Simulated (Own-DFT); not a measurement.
# Point defects and the pressure they add: C40 NbSi2

Calculated, not measured: single-point runs of Own-DFT, a retired in-house plane-wave DFT program that no person has reviewed, on unrelaxed cells, without spin or spin-orbit coupling.

Settings: PBE; PseudoDojo norm-conserving scalar-relativistic files; cutoff 42 hartree; 4 x 4 x 5 k mesh centred on Gamma; cold (Marzari-Vanderbilt) smearing of 0.2 eV.

Caveats: forces on such cells failed a check on a denser k mesh; stress not checked against mesh or cutoff.

All runs share one cell, with vectors in Å (0.000, 8.324, 0.000); (-9.613, 0.000, 0.000); (0.000, 0.000, 6.586) and a volume of 527.0 Å³. u is the rms random offset of the atoms per axis. The defect's site can differ from row to row.

```
cell,formula,u (Å),P (GPa)
no defect,Nb12Si24,0.0205,1.52
no defect,Nb12Si24,0.0487,2.72
no defect,Nb12Si24,0.0490,2.74
two Nb vacancies,Nb10Si24,0.0267,-0.23
two Nb vacancies,Nb10Si24,0.0503,0.82
two Nb vacancies,Nb10Si24,0.0507,0.56
two Nb on a Si site each,Nb14Si22,0.0297,?
two Nb on a Si site each,Nb14Si22,0.0313,7.54
two Nb on a Si site each,Nb14Si22,0.0465,7.94
two Nb on a Si site each,Nb14Si22,0.0516,8.63
one Si vacancy,Nb12Si23,0.0298,0.87
one Si vacancy,Nb12Si23,0.0451,1.58
one Si vacancy,Nb12Si23,0.0473,1.60
two Si on a Nb site each,Nb10Si26,0.0324,1.77
two Si on a Nb site each,Nb10Si26,0.0544,2.96
two Si on a Nb site each,Nb10Si26,0.0556,2.54
```

## Working it out

P = P0 + c u² + a shift for each defect gives P0 = 1.38 GPa, c = 546 ± 56 GPa/Å² and a scatter of 0.18 GPa. The shifts, and each times the cell's volume:

- two Nb on a Si site each: 5.60 ± 0.14 GPa, 18.4 eV (9.2 eV for each of its 2 sites)
- two Si on a Nb site each: -0.25 ± 0.15 GPa, -0.8 eV (-0.4 eV for each of its 2 sites) (not resolved)
- one Si vacancy: -0.97 ± 0.14 GPa, -3.2 eV
- two Nb vacancies: -2.05 ± 0.14 GPa, -6.8 eV (-3.4 eV for each of its 2 sites)

Positive is outwards. The product with the volume (160.2 GPa Å³ to the eV) is nearly free of the cell's size; divided by the bulk modulus at the cell's pressure it gives the volume that the defect adds. The atoms around the defects weren't relaxed, which would change these numbers.

## The run left out

The question: what pressure belongs in the blank (two Nb on a Si site each, u = 0.0297 Å)?

From the fit: 7.46 ± 0.21 GPa. The run itself gave 7.45 GPa.
